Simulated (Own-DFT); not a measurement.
## Calculated data, Hf36O71 (tetragonal hafnia with one neutral oxygen vacancy, atoms displaced)

All values are calculated (Own-DFT development build). A calculation, not a measurement: plane-wave PBE and HSE06 DFT by an unreviewed code, no spin, of a simulated cell at Gamma alone, so results move with cell size and shape, stress positive in tension, energies less offsets, not probed for a lower state with spin; hafnium file: forces about 75 meV/angstrom off all-electron values; oxygen file: force components 24 meV/angstrom off all-electron in a glass; k mesh not checked against a denser one; forces and stress are PBE's, HSE06 gives the energy alone, and its difference from PBE has offsets of its own; offsets are fitted by least squares, one for each functional and potential file, so energies compare only between cells with the same atoms and settings and are not formation energies; the far tail of each file's local potential was reset to the Coulomb form; each entry is a single point on an unrelaxed cell, so the pressure reflects the starting lattice, taken from the Materials Project, from which strain is counted, and rises with the displacements; printed positions are rounded, which can move forces by about a meV/angstrom; the program is a retired in-house code; no spin-orbit coupling.

Settings shared by all entries: first functional PBE; second functional HSE06; exact exchange share 0.25; screening 0.11 1/bohr; exchange divergence Gygi-Baldereschi; potential files PseudoDojo norm-conserving, scalar-relativistic, made for PBE, standard set; wave cutoff 48 hartree; occupations fixed; k mesh 1 x 1 x 1 centred on Gamma.

```json
{"entry": 1, "formula": "Hf36O71", "kind": "tetragonal hafnia with one neutral oxygen vacancy, atoms displaced", "structure": {"cell_angstrom": [[10.78, 0.0, 0.0], [0.0, 10.78, 0.0], [0.0, 0.0, 10.4493]], "atoms_fractional": [["Hf", 0.00891, 0.99623, 0.00146], ["Hf", 0.16872, 0.16847, 0.25696], ["O", 0.01957, 0.17346, 0.15156], ["O", 0.17249, 0.00641, 0.33435], ["O", 0.99178, 0.17347, 0.39651], ["O", 0.16059, 0.00071, 0.09838], ["Hf", 0.99396, 0.99994, 0.49927], ["Hf", 0.16093, 0.1819, 0.74147], ["O", 0.00295, 0.17199, 0.64947], ["O", 0.1749, 0.00245, 0.8446], ["O", 0.01405, 0.15858, 0.90449], ["O", 0.16822, 0.99226, 0.59663], ["Hf", 0.00747, 0.32839, 0.99809], ["Hf", 0.17929, 0.48788, 0.23453], ["O", 0.00178, 0.5098, 0.16369], ["O", 0.17604, 0.34091, 0.36478], ["O", 0.99765, 0.50479, 0.38659], ["O", 0.17558, 0.31975, 0.10125], ["Hf", 0.00592, 0.33513, 0.50544], ["Hf", 0.16965, 0.50604, 0.7543], ["O", 0.00625, 0.5044, 0.64785], ["O", 0.15531, 0.3431, 0.84309], ["O", 0.99084, 0.49625, 0.92171], ["O", 0.16521, 0.32123, 0.59876], ["Hf", 0.00028, 0.67624, 0.01262], ["Hf", 0.17097, 0.82657, 0.24401], ["O", 0.99367, 0.82815, 0.15479], ["O", 0.16679, 0.66334, 0.34417], ["O", 0.99942, 0.8292, 0.41043], ["O", 0.16486, 0.66447, 0.09875], ["Hf", 0.00971, 0.65867, 0.49832], ["Hf", 0.16634, 0.83164, 0.76025], ["O", 0.16794, 0.66776, 0.85105], ["O", 0.00853, 0.84376, 0.90839], ["O", 0.1789, 0.67307, 0.60536], ["Hf", 0.33383, 0.00529, 0.00059], ["Hf", 0.49947, 0.1644, 0.24988], ["O", 0.32594, 0.16216, 0.16215], ["O", 0.49609, 0.98463, 0.34466], ["O", 0.32327, 0.16805, 0.4017], ["O", 0.49637, 0.99953, 0.10886], ["Hf", 0.3247, 0.98638, 0.51804], ["Hf", 0.4952, 0.16679, 0.76282], ["O", 0.31892, 0.16682, 0.66199], ["O", 0.50092, 0.00358, 0.86449], ["O", 0.33953, 0.18086, 0.88833], ["O", 0.49327, 0.00121, 0.59293], ["Hf", 0.33219, 0.31336, 0.99467], ["Hf", 0.49398, 0.50158, 0.259], ["O", 0.33593, 0.50019, 0.14617], ["O", 0.49928, 0.34025, 0.34523], ["O", 0.33053, 0.51404, 0.40505], ["O", 0.49459, 0.34127, 0.09622], ["Hf", 0.33193, 0.33489, 0.4904], ["Hf", 0.50952, 0.48143, 0.74227], ["O", 0.33682, 0.48869, 0.65652], ["O", 0.50026, 0.33812, 0.8408], ["O", 0.32649, 0.50384, 0.88991], ["O", 0.48775, 0.32589, 0.59508], ["Hf", 0.32826, 0.66263, 0.00525], ["Hf", 0.49718, 0.84452, 0.25342], ["O", 0.33992, 0.81311, 0.14826], ["O", 0.50121, 0.66202, 0.3396], ["O", 0.34152, 0.8464, 0.39641], ["O", 0.50529, 0.66885, 0.10103], ["Hf", 0.31838, 0.6637, 0.48283], ["Hf", 0.50197, 0.82407, 0.73782], ["O", 0.31255, 0.83231, 0.63833], ["O", 0.50716, 0.67265, 0.84467], ["O", 0.34139, 0.83746, 0.90044], ["O", 0.49717, 0.68165, 0.58778], ["Hf", 0.67037, 0.00583, 0.99469], ["Hf", 0.82997, 0.17164, 0.26521], ["O", 0.67618, 0.15141, 0.13913], ["O", 0.83874, 0.00366, 0.34127], ["O", 0.65353, 0.17157, 0.40731], ["O", 0.83589, 0.01247, 0.09544], ["Hf", 0.65699, 0.00415, 0.51109], ["Hf", 0.84611, 0.16713, 0.76086], ["O", 0.66276, 0.15763, 0.66626], ["O", 0.82834, 0.01074, 0.84979], ["O", 0.67072, 0.16545, 0.90406], ["O", 0.83431, 0.98779, 0.59544], ["Hf", 0.65963, 0.33355, 0.99906], ["Hf", 0.84979, 0.50788, 0.25016], ["O", 0.66714, 0.48246, 0.14779], ["O", 0.84221, 0.33325, 0.34798], ["O", 0.66326, 0.50456, 0.40195], ["O", 0.83213, 0.32788, 0.09592], ["Hf", 0.66729, 0.33719, 0.50346], ["Hf", 0.82577, 0.49595, 0.74593], ["O", 0.66692, 0.49325, 0.65339], ["O", 0.8392, 0.33422, 0.83504], ["O", 0.67378, 0.49899, 0.90728], ["O", 0.83137, 0.32641, 0.59817], ["Hf", 0.67371, 0.6748, 0.01005], ["Hf", 0.83722, 0.85138, 0.23862], ["O", 0.65755, 0.84106, 0.1399], ["O", 0.83306, 0.66356, 0.35182], ["O", 0.65853, 0.83489, 0.39515], ["O", 0.83088, 0.66185, 0.08583], ["Hf", 0.66209, 0.65968, 0.49322], ["Hf", 0.83587, 0.82519, 0.74913], ["O", 0.66591, 0.82128, 0.64128], ["O", 0.82294, 0.67024, 0.84772], ["O", 0.65271, 0.83754, 0.90696], ["O", 0.84468, 0.66713, 0.59359]]}, "results": {"PBE_energy_of_cell_above_offsets [eV]": "-87.113", "HSE06_less_PBE_above_offsets [eV]": "0.543", "PBE_pressure [GPa]": 5.95, "PBE_stress_xx [GPa]": -5.62, "PBE_stress_yy [GPa]": -6.45, "PBE_stress_zz [GPa]": -5.79, "PBE_stress_yz [GPa]": -1.35, "PBE_stress_xz [GPa]": 0.97, "PBE_stress_xy [GPa]": 0.33, "force_element": ["Hf", "Hf", "O", "O", "O", "O", "Hf", "Hf", "O", "O", "O", "O", "Hf", "Hf", "O", "O", "O", "O", "Hf", "Hf", "O", "O", "O", "O", "Hf", "Hf", "O", "O", "O", "O", "Hf", "Hf", "O", "O", "O", "Hf", "Hf", "O", "O", "O", "O", "Hf", "Hf", "O", "O", "O", "O", "Hf", "Hf", "O", "O", "O", "O", "Hf", "Hf", "O", "O", "O", "O", "Hf", "Hf", "O", "O", "O", "O", "Hf", "Hf", "O", "O", "O", "O", "Hf", "Hf", "O", "O", "O", "O", "Hf", "Hf", "O", "O", "O", "O", "Hf", "Hf", "O", "O", "O", "O", "Hf", "Hf", "O", "O", "O", "O", "Hf", "Hf", "O", "O", "O", "O", "Hf", "Hf", "O", "O", "O", "O"], "force_x [eV/angstrom]": [-1.713, -0.858, -3.182, -0.938, 0.895, 2.533, 1.069, -0.028, -1.473, 0.319, -0.831, -4.309, -1.828, -2.18, 3.043, -0.861, 0.713, -0.375, -1.334, 1.415, -0.568, 0.079, 0.359, 0.587, -0.303, 0.918, 2.24, 0.377, 0.46, -0.104, -1.221, -0.12, -0.74, -0.681, -2.471, 0.604, 0.475, 2.506, 0.886, 1.616, -1.064, 0.586, 0.685, 3.22, -0.809, -0.556, 0.54, 0.504, 2.851, -0.108, -0.706, 0.441, -0.634, -0.523, -3.522, -0.66, 0.479, 0.24, 2.865, 3.554, 1.572, -2.61, -0.185, -1.723, -0.686, 2.498, -0.642, 3.167, -0.371, -0.996, -0.891, -0.72, 1.035, -2.398, 0.016, 0.609, 1.81, 0.792, -1.782, 0.72, 0.38, -0.826, -0.226, 1.836, -4.194, -0.049, -1.261, -0.05, 1.222, -0.391, 2.172, 0.388, 0.338, -0.088, 0.111, -4.941, -4.115, 2.888, -0.164, 0.821, 2.51, 0.701, -0.527, 0.939, 0.818, 1.299, -1.168], "force_y [eV/angstrom]": [2.917, 0.568, 0.074, -2.939, -0.749, -1.375, -0.412, -1.832, -0.612, 0.52, 1.393, 0.667, -0.76, 0.601, -0.299, 0.386, -1.395, 2.228, 0.442, 0.693, -0.833, -1.187, 1.924, 1.048, -1.974, 1.65, -0.323, 0.297, 0.986, 0.3, 0.541, 1.206, 0.113, -2.811, -1.368, -1.974, -1.162, 0.097, 7.793, -0.177, 1.087, 1.691, -1.664, -0.629, 0.912, -4.0, -0.022, 6.417, 0.972, 0.475, -1.764, -5.381, -2.125, -0.717, 4.92, 0.226, -2.405, -1.15, 0.19, 0.619, -5.154, 1.131, 1.36, -2.933, -1.299, 5.519, -0.861, 0.575, -1.827, -0.373, -0.883, -1.47, 0.84, 1.522, -0.31, -0.615, -1.859, -1.589, -0.202, 0.053, -2.753, 2.223, 0.319, 1.254, -1.257, 0.901, 1.487, -2.717, -0.318, -0.109, 1.562, 0.041, -0.292, -0.357, 0.645, -0.336, -1.37, -0.126, 1.453, 0.137, 0.189, 4.042, 1.017, 1.152, -0.38, 0.002, 0.05], "force_z [eV/angstrom]": [0.448, 0.979, 0.005, 1.205, 1.392, 0.084, -0.213, 1.72, -0.844, 0.363, -0.968, 0.476, 1.249, 1.988, -2.62, -1.995, 2.555, -0.22, -1.354, -0.529, 0.172, 1.165, -0.764, -0.217, -2.461, 0.965, -0.771, -0.089, -0.042, 0.74, 0.333, -1.209, 0.97, -0.999, -0.548, -0.89, -0.058, -2.388, 2.814, 0.902, -0.771, -2.696, -2.176, -1.247, -1.505, 0.327, 1.915, 2.544, -3.537, -0.045, 0.851, -2.599, -0.558, 1.215, 0.819, -1.042, 2.32, 1.872, 0.264, -1.699, -2.66, 0.289, 1.392, -0.664, -0.963, 3.045, 1.636, 1.461, -1.07, 0.614, -0.181, 0.879, -3.846, 2.852, 1.481, -0.571, 0.423, -0.969, -1.583, -0.95, 0.045, -0.872, 0.011, 1.889, 0.574, 1.597, 0.842, 0.301, -0.808, -0.605, 1.538, -1.924, 1.353, -1.472, -0.483, -2.375, 1.746, 1.213, -1.227, 0.698, 2.862, -0.165, -1.0, 1.175, -0.528, -1.337, 0.729]}}
{"entry": 2, "formula": "Hf36O71", "kind": "tetragonal hafnia with one neutral oxygen vacancy, atoms displaced", "structure": {"cell_angstrom": [[10.78, 0.0, 0.0], [0.0, 10.78, 0.0], [0.0, 0.0, 10.4493]], "atoms_fractional": [["Hf", 0.99888, 0.00435, 0.99914], ["Hf", 0.16709, 0.16769, 0.24925], ["O", 0.00189, 0.16781, 0.15203], ["O", 0.16765, 0.99802, 0.3484], ["O", 0.00152, 0.16722, 0.40352], ["O", 0.1709, 0.99669, 0.10137], ["Hf", 0.99691, 0.00132, 0.50116], ["Hf", 0.1683, 0.16841, 0.74634], ["O", 0.00062, 0.16879, 0.65112], ["O", 0.16538, 0.99764, 0.84754], ["O", 0.00386, 0.16731, 0.90608], ["O", 0.17012, 0.99761, 0.60034], ["Hf", 0.00135, 0.33221, 0.00202], ["Hf", 0.16651, 0.49673, 0.2526], ["O", 0.99993, 0.4994, 0.14969], ["O", 0.16885, 0.32937, 0.34616], ["O", 0.99988, 0.5027, 0.40429], ["O", 0.16075, 0.32997, 0.09767], ["Hf", 0.99699, 0.33197, 0.49716], ["Hf", 0.16406, 0.50094, 0.75347], ["O", 0.00079, 0.50173, 0.65344], ["O", 0.16321, 0.33827, 0.84808], ["O", 0.99454, 0.50575, 0.89968], ["O", 0.16799, 0.32986, 0.59645], ["Hf", 0.99853, 0.66773, 0.00053], ["Hf", 0.17132, 0.83541, 0.25017], ["O", 0.99461, 0.83187, 0.15805], ["O", 0.16109, 0.66724, 0.34835], ["O", 0.00239, 0.8359, 0.40411], ["O", 0.16675, 0.67025, 0.09241], ["Hf", 0.00303, 0.66429, 0.49836], ["Hf", 0.1622, 0.83266, 0.74622], ["O", 0.00115, 0.82779, 0.65424], ["O", 0.16461, 0.6677, 0.84468], ["O", 0.99963, 0.83699, 0.90253], ["O", 0.16699, 0.66846, 0.59395], ["Hf", 0.33686, 0.0014, 0.99936], ["Hf", 0.50035, 0.1631, 0.2503], ["O", 0.33532, 0.17179, 0.14917], ["O", 0.49735, 0.99929, 0.34984], ["O", 0.3317, 0.16686, 0.40856], ["O", 0.5016, 0.99789, 0.09451], ["Hf", 0.33511, 0.00418, 0.50105], ["Hf", 0.49981, 0.1674, 0.74794], ["O", 0.33576, 0.1686, 0.65323], ["O", 0.50643, 0.00217, 0.84439], ["O", 0.33132, 0.16378, 0.90244], ["O", 0.49518, 0.00069, 0.59751], ["Hf", 0.33745, 0.32866, 0.00245], ["Hf", 0.50114, 0.49721, 0.24799], ["O", 0.33561, 0.49758, 0.14262], ["O", 0.50635, 0.33577, 0.34673], ["O", 0.33152, 0.50513, 0.39838], ["O", 0.49976, 0.33195, 0.09606], ["Hf", 0.33147, 0.3313, 0.49991], ["Hf", 0.49984, 0.50221, 0.74928], ["O", 0.33904, 0.49972, 0.65409], ["O", 0.49424, 0.33448, 0.84895], ["O", 0.33077, 0.50057, 0.90219], ["O", 0.49946, 0.33485, 0.59475], ["Hf", 0.33404, 0.6627, 0.99498], ["Hf", 0.50257, 0.83273, 0.24971], ["O", 0.33295, 0.83718, 0.15123], ["O", 0.50281, 0.6695, 0.3499], ["O", 0.33072, 0.83326, 0.40541], ["O", 0.49714, 0.66315, 0.09754], ["Hf", 0.33526, 0.66402, 0.49671], ["Hf", 0.49832, 0.83165, 0.74588], ["O", 0.33178, 0.82816, 0.65481], ["O", 0.49685, 0.66557, 0.84736], ["O", 0.33163, 0.83429, 0.9031], ["O", 0.49867, 0.66791, 0.59639], ["Hf", 0.66545, 0.00222, 0.00141], ["Hf", 0.83054, 0.16635, 0.24502], ["O", 0.66491, 0.17067, 0.15054], ["O", 0.83454, 0.99853, 0.34755], ["O", 0.66437, 0.16918, 0.40301], ["O", 0.83768, 0.99838, 0.09419], ["Hf", 0.66702, 0.00131, 0.50223], ["Hf", 0.83353, 0.17163, 0.75249], ["O", 0.66732, 0.17186, 0.65009], ["O", 0.82822, 0.99912, 0.84678], ["O", 0.66561, 0.16492, 0.90993], ["O", 0.83595, 0.00084, 0.59637], ["Hf", 0.6659, 0.33224, 0.00418], ["Hf", 0.8347, 0.50257, 0.24794], ["O", 0.66105, 0.5027, 0.15231], ["O", 0.83233, 0.34071, 0.34406], ["O", 0.66659, 0.50291, 0.40206], ["O", 0.8351, 0.3366, 0.09882], ["Hf", 0.66992, 0.33308, 0.50086], ["Hf", 0.83323, 0.50474, 0.75185], ["O", 0.66701, 0.50144, 0.65678], ["O", 0.83195, 0.33379, 0.85381], ["O", 0.66442, 0.49638, 0.90353], ["O", 0.83499, 0.33203, 0.59802], ["Hf", 0.66888, 0.66904, 0.00448], ["Hf", 0.83196, 0.83519, 0.25235], ["O", 0.66937, 0.82796, 0.15143], ["O", 0.83631, 0.66123, 0.34667], ["O", 0.66541, 0.83212, 0.40257], ["Hf", 0.66558, 0.66255, 0.49571], ["Hf", 0.83481, 0.83542, 0.75286], ["O", 0.67112, 0.83645, 0.65344], ["O", 0.8339, 0.66316, 0.84563], ["O", 0.66334, 0.83258, 0.90142], ["O", 0.8309, 0.6674, 0.59766]]}, "results": {"PBE_energy_of_cell_above_offsets [eV]": "-100.993", "HSE06_less_PBE_above_offsets [eV]": "-0.141", "PBE_pressure [GPa]": 1.05, "PBE_stress_xx [GPa]": -0.69, "PBE_stress_yy [GPa]": -0.62, "PBE_stress_zz [GPa]": -1.85, "PBE_stress_yz [GPa]": -0.46, "PBE_stress_xz [GPa]": -0.3, "PBE_stress_xy [GPa]": -0.03, "force_element": ["Hf", "Hf", "O", "O", "O", "O", "Hf", "Hf", "O", "O", "O", "O", "Hf", "Hf", "O", "O", "O", "O", "Hf", "Hf", "O", "O", "O", "O", "Hf", "Hf", "O", "O", "O", "O", "Hf", "Hf", "O", "O", "O", "O", "Hf", "Hf", "O", "O", "O", "O", "Hf", "Hf", "O", "O", "O", "O", "Hf", "Hf", "O", "O", "O", "O", "Hf", "Hf", "O", "O", "O", "O", "Hf", "Hf", "O", "O", "O", "O", "Hf", "Hf", "O", "O", "O", "O", "Hf", "Hf", "O", "O", "O", "O", "Hf", "Hf", "O", "O", "O", "O", "Hf", "Hf", "O", "O", "O", "O", "Hf", "Hf", "O", "O", "O", "O", "Hf", "Hf", "O", "O", "O", "Hf", "Hf", "O", "O", "O", "O"], "force_x [eV/angstrom]": [1.595, -0.138, -0.744, 0.083, -0.274, -0.727, 1.318, -0.202, -0.252, -0.1, -0.406, -0.667, -0.478, 0.396, 0.224, 0.016, 0.393, 1.382, 0.416, 0.672, -0.173, -0.04, 0.421, -0.35, 0.004, -0.683, 0.512, 0.23, -0.489, -0.068, -0.322, 1.2, -0.982, -0.022, -0.408, 0.316, -1.265, -0.078, 0.039, 0.27, 0.32, 0.207, -1.123, 0.156, -0.294, -0.302, -0.009, 1.327, -0.786, -0.807, -0.768, -0.549, -0.107, 0.315, 0.512, 0.151, -1.507, 0.101, -0.09, 0.332, -0.175, -0.9, 1.055, -0.197, 0.191, 0.531, -0.496, 0.058, 0.321, 0.05, 0.521, 0.746, 0.516, 0.795, 0.21, -0.414, 0.329, -1.394, -0.031, 0.123, 0.117, 0.318, 0.126, -0.651, 0.543, -0.293, 1.388, 0.107, -0.095, -0.526, -0.788, 0.194, -0.03, 0.085, 0.128, -0.024, -0.236, 0.851, -0.17, -0.238, 0.174, 0.201, -0.18, -0.797, -0.351, 0.3, 0.304], "force_y [eV/angstrom]": [-1.111, -1.205, -0.226, 1.132, -0.001, 0.521, -0.654, -0.468, -0.094, 0.898, 0.071, 0.507, 1.107, 1.08, 0.51, 0.829, -1.502, 0.087, 0.46, 0.561, -0.223, -1.033, -0.954, 0.111, 0.364, -0.31, -0.398, -0.504, -0.119, -0.22, 1.134, 0.193, 0.461, -0.167, -0.399, -0.421, -1.508, 0.866, -0.228, 0.265, 0.293, 0.347, -1.631, 0.342, 0.077, -0.118, 0.469, 0.082, 1.154, 1.016, -0.374, -0.922, -1.546, -0.064, 1.186, -0.205, -0.069, -0.663, -0.773, -0.267, 0.71, -0.646, -0.111, -0.521, 0.084, 0.571, 1.096, -0.175, 0.276, 0.355, 0.27, 0.063, -1.154, 0.48, -0.547, 1.23, -0.704, 0.64, -0.783, -0.144, -0.385, 1.094, 0.761, 0.146, 0.89, 0.114, 0.022, -1.81, -0.936, -0.559, 0.66, -0.639, -0.222, -0.392, 0.638, -0.075, -0.587, -1.041, -0.064, 1.363, 0.722, 0.76, -0.807, 0.412, 1.553, -0.081, -0.266], "force_z [eV/angstrom]": [0.042, -0.217, 0.294, -0.097, -0.434, -0.481, -0.317, 0.844, 0.45, -0.259, -0.728, -0.301, -0.732, -0.789, 0.401, 0.277, -0.576, 0.348, 0.592, -0.447, -0.263, -0.067, 0.507, -0.181, 0.178, -0.091, -0.409, -0.672, 0.408, 0.34, 0.504, 0.699, -0.354, 0.056, 0.306, 0.106, -0.41, 0.343, 0.716, -0.464, -1.162, 0.946, -0.041, 0.527, -0.161, 0.046, -0.327, 0.097, -0.758, 0.035, 1.304, -0.302, -0.257, 0.591, 0.457, 0.564, -0.539, -0.186, -0.228, -0.138, 0.249, -0.024, 0.589, -0.56, -0.333, 0.074, 0.874, 0.605, -0.142, -0.212, 0.073, 0.095, -1.196, 0.602, 0.537, -0.037, -0.335, 0.791, 0.167, -0.004, 0.433, 0.0, -0.832, 0.219, -0.896, -0.649, -0.007, 0.535, -0.01, 0.2, -0.021, -0.137, -0.695, -0.755, 0.48, -0.011, -0.57, 0.164, -0.042, -0.533, -0.043, 1.04, -0.376, -0.154, 0.967, 0.636, -0.334]}}
```
